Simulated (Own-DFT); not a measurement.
# A surface energy from a slab and the bulk: wurtzite AlN, m plane (10-10)

Calculated, not measured: single-point runs of Own-DFT, a retired in-house plane-wave DFT program that no person has reviewed, on unrelaxed cells, without spin or spin-orbit coupling.

Known weak points: k mesh not checked against a denser one.

Both sets of runs: PBE; PseudoDojo norm-conserving scalar-relativistic files; cutoff 42 hartree; Gaussian smearing of 0.01 eV. The slab has 128 atoms in 16 layers, two equal faces of 62.02 Å² as cut, 15 Å of vacuum, a dipole correction along the normal and a 6 x 3 x 1 mesh. The bulk cell has 128 atoms, the same measured lattice constants and a 3 x 3 x 3 mesh. In the slab only the 32 atoms nearest the faces were moved at random; u is their rms move along one axis. Energies are counted from -174.06 eV for each atom.

```
slab run   u (Å)  E (eV, cell)
       1  0.0467        21.582
       2  0.0470        20.262
       3  0.0476        20.503
       4  0.0485        21.522
       5  0.0492        21.282
       6  0.0500        20.422
       7  0.0537        22.021
       8  0.0553        20.818
       9  0.0555        21.140
      10  0.1045        26.902
      11  0.1062        28.330
      12  0.1075        26.974
```

| bulk run | u (Å) | E (meV/atom) |
|---|---|---|
| 1 | 0.0195 | -2.98 |
| 2 | 0.0197 | -2.23 |
| 3 | 0.0201 | -1.78 |
| 4 | 0.0204 | -0.45 |
| 5 | 0.0209 | -0.79 |
| 6 | 0.0212 | -0.36 |
| 7 | 0.0217 | 0.21 |
| 8 | 0.0986 | 324.37 |
| 9 | 0.0991 | 300.78 |
| 10 | 0.1042 | 328.73 |

Asked: what is the energy of the unrelaxed surface?

## Working it out

Take each set to u = 0 with E = a + b u². Residuals are scaled by 1/(u² + 0.0006 Å²) to tame the large moves. Slab: a = 19.28 ± 0.40 eV. Bulk: a = -15.0 ± 0.4 meV/atom. The excess is 19.28 - 128 x (-0.0150) = 21.20 ± 0.41 eV. Over two faces that is 171 meV/Å², or 2.74 ± 0.05 J/m². Relaxing the faces would lower the energy, and the unlike meshes and the reach from the smallest u down to zero add errors that aren't counted here.
